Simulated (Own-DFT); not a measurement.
# What a defect does to the pressure of its cell: zincblende GaAs

Source: density functional calculations with Own-DFT, an unreviewed in-house program that is no longer used. Nothing was measured or relaxed, and spin and spin-orbit coupling are left out.

Settings: PBE; PseudoDojo norm-conserving scalar-relativistic files; cutoff 42 hartree; 3 x 3 x 3 k mesh centred on Gamma; Fermi-Dirac smearing of 0.1 eV.

Caveats (not all hold for every row): not probed for a lower state with spin; forces not confirmed at this smearing and k mesh; stress not checked against mesh or cutoff.

All runs share one cell, with vectors in Å (11.737, 0.000, 0.000); (0.000, 11.737, 0.000); (0.000, 0.000, 10.833) and a volume of 1492.4 Å³, strained against the parent crystal. The atoms are randomly displaced, by u rms on each axis. The defect's site can differ from row to row.

| cell | formula | u (Å) | P (GPa) |
|---|---|---|---|
| no defect | As32Ga32 | 0.0292 | 1.22 |
| no defect | As32Ga32 | 0.0299 | 1.28 |
| no defect | As32Ga32 | 0.0499 | 1.54 |
| one Al on a Ga site | AlAs32Ga31 | 0.0267 | 1.20 |
| one Al on a Ga site | AlAs32Ga31 | 0.0503 | 1.55 |
| one Al on a Ga site | AlAs32Ga31 | 0.0519 | 1.55 |
| one As vacancy and one Ga vacancy | As31Ga31 | 0.0318 | ? |
| one As vacancy and one Ga vacancy | As31Ga31 | 0.0323 | 0.87 |
| one As vacancy and one Ga vacancy | As31Ga31 | 0.0504 | 1.31 |
| one As vacancy and one Ga vacancy | As31Ga31 | 0.0547 | 1.35 |
| one In on a Ga site | As32Ga31In | 0.0472 | 2.14 |
| one In on a Ga site | As32Ga31In | 0.0498 | 2.06 |
| one In on a Ga site | As32Ga31In | 0.0504 | 2.16 |
| one P on an As site | As31Ga32P | 0.0275 | 0.99 |
| one P on an As site | As31Ga32P | 0.0285 | 0.98 |
| one P on an As site | As31Ga32P | 0.0317 | 1.03 |

## Fit

P = P0 + c u² + a shift for each defect gives P0 = 1.05 GPa, c = 209 ± 19 GPa/Å² and a scatter of 0.05 GPa. The shifts, and each times the cell's volume:

- one In on a Ga site: 0.56 ± 0.04 GPa, 5.2 eV
- one Al on a Ga site: -0.03 ± 0.04 GPa, -0.3 eV (not resolved)
- one P on an As site: -0.23 ± 0.04 GPa, -2.1 eV
- one As vacancy and one Ga vacancy: -0.33 ± 0.04 GPa, -3.1 eV

Against the defect-free cell, a freed cell would be larger where the shift is positive and smaller where it is negative (160.2 GPa Å³ is 1 eV). The atoms around the defects weren't relaxed, which would change these numbers.

## Test on the hidden row

Question: what pressure belongs in the blank (one As vacancy and one Ga vacancy, u = 0.0318 Å)?

Estimate: 0.93 ± 0.06 GPa. The run itself gave 1.08 GPa.
